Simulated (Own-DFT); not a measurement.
# Response to strain: 2H SiC, 72 atoms (C36Si36)

All numbers below are calculated, not measured. They come from Own-DFT, an in-house plane-wave density functional program, since retired, whose code no person has reviewed. Each row is one single-point run on a periodic cell that was not relaxed, without spin or spin-orbit coupling.

Settings of every run: PBE; PseudoDojo norm-conserving scalar-relativistic files; cutoff 42 hartree; 4 x 4 x 3 k mesh centred on Gamma; Fermi-Dirac smearing of 0.1 eV.

Known limits: forces on such cells passed a denser k mesh, each cell not checked; stress not checked against mesh or cutoff.

Unstrained cell vectors in Å: (9.248, 0.000, 0.000); (-4.624, 8.009, 0.000); (0.000, 0.000, 10.068). The unstrained cell has measured lattice constants (interpolated for alloys), not those of this functional. That, the random moves and any unrelaxed bonds set the pressure at no strain. Each run strains this cell uniformly, with the atoms carried along. Every atom was also moved at random, by a Gaussian of width 0.05 Å on each axis. Strain is the symmetric tensor, in per cent. Stress is positive in tension, and the pressure is minus a third of its trace.

```
run,e_xx (%),e_yy (%),e_zz (%),e_yz (%),e_xz (%),e_xy (%),s_xx (GPa),s_yy (GPa),s_zz (GPa),s_yz (GPa),s_xz (GPa),s_xy (GPa),P (GPa),E (meV/atom)
1,1.73,-1.32,1.53,1.01,0.34,-0.42,5.90,-11.66,0.33,3.24,1.67,-2.49,1.81,21.0
2,-1.87,-0.68,-0.48,0.16,-1.26,1.37,-16.40,-13.53,-11.49,0.85,-3.68,7.57,13.81,68.2
3,-0.96,-1.52,-2.00,1.24,-1.71,0.25,-12.75,-15.42,-23.86,3.91,-6.64,0.51,17.34,61.5
4,-0.42,-0.29,1.57,1.95,0.84,1.34,-8.03,-5.43,1.16,6.34,2.01,7.72,4.10,33.8
5,-0.40,-1.75,-0.96,1.23,-0.78,0.68,-9.15,-14.32,-15.03,4.52,-1.66,1.26,12.83,24.3
6,-0.56,-0.03,-1.95,0.49,-1.16,-1.84,-7.09,-5.72,-20.94,1.08,-3.00,-8.23,11.25,24.3
7,1.25,1.53,0.61,1.43,1.56,1.32,3.77,5.04,-3.91,3.98,4.34,6.24,-1.63,19.7
8,-0.98,-0.06,0.56,-1.77,0.70,-1.02,-10.57,-3.31,-6.30,-5.31,2.44,-4.82,6.73,34.5
9,-0.98,-0.49,-0.47,1.98,1.19,0.31,-10.51,-10.08,-9.63,5.95,3.86,1.41,10.08,23.7
10,1.31,-1.91,1.36,0.83,1.39,0.49,1.91,-12.68,0.23,2.04,4.20,3.21,3.51,9.4
11,1.20,1.96,0.05,1.06,1.69,-1.66,3.22,6.28,-5.18,2.43,5.02,-6.29,-1.44,15.8
12,0.75,0.35,0.01,1.01,-0.93,0.92,0.45,-0.67,-7.85,3.39,-3.67,4.52,2.69,0.0
13,0.67,1.06,-1.77,1.54,0.85,-1.50,-1.71,3.45,-20.36,4.82,2.35,-6.38,6.21,37.4
14,-0.13,-1.88,-1.27,1.19,-0.93,-1.89,-5.77,-16.62,-19.33,3.58,-3.07,-8.80,13.91,64.9
15,-1.58,0.14,-1.81,1.74,0.86,0.45,-14.34,-5.12,-20.22,5.31,1.57,2.94,13.23,26.9
16,1.39,-1.34,0.65,-0.60,-1.98,1.28,2.23,-11.57,-4.20,-1.31,-6.22,5.55,4.51,34.7
17,-0.07,-0.55,-1.20,0.48,-1.32,-1.65,?,?,?,?,?,?,?,?
```

E is the free energy for each atom above the lowest run shown.

## Worked fit

Each stress component was fitted by least squares to a constant and the strains of the runs shown, as fractions, with shears doubled. Shear strains stay in the fit of a normal stress only where such slopes are resolved. The slopes, in GPa:

```
stress,at no strain,per e_xx,per e_yy,per e_zz,scatter
s_xx,-4.8,597 ± 23,54 ± 19,15 ± 21,0.85
s_yy,-4.7,105 ± 44,582 ± 36,21 ± 40,1.65
s_zz,-8.3,2 ± 32,71 ± 26,669 ± 30,1.21
```

Each shear stress against twice its own strain: yz 154 ± 7, xz 155 ± 12, xy 222 ± 13 GPa. These are stiffnesses along x, y and z of the frame in which the cell vectors are given, which need not be the crystal's axes. The atoms are held to the strained lattice; where symmetry lets them move under strain, relaxing them would lower some slopes. The table should be nearly symmetric about its diagonal, and what it lacks of that shows the noise. A ninth of its sum, 235 ± 5 GPa, estimates the bulk modulus near the mean pressure of these runs, 7.4 GPa, so it lies above the value at zero pressure.

## Withheld run

Question: what normal stresses and pressure should run 17 give?

The fit gives s_xx = -5.7, s_yy = -8.2, s_zz = -16.7 and P = 10.2 GPa. The calculation gave -6.11, -9.95, -15.63 and P = 10.56 GPa.
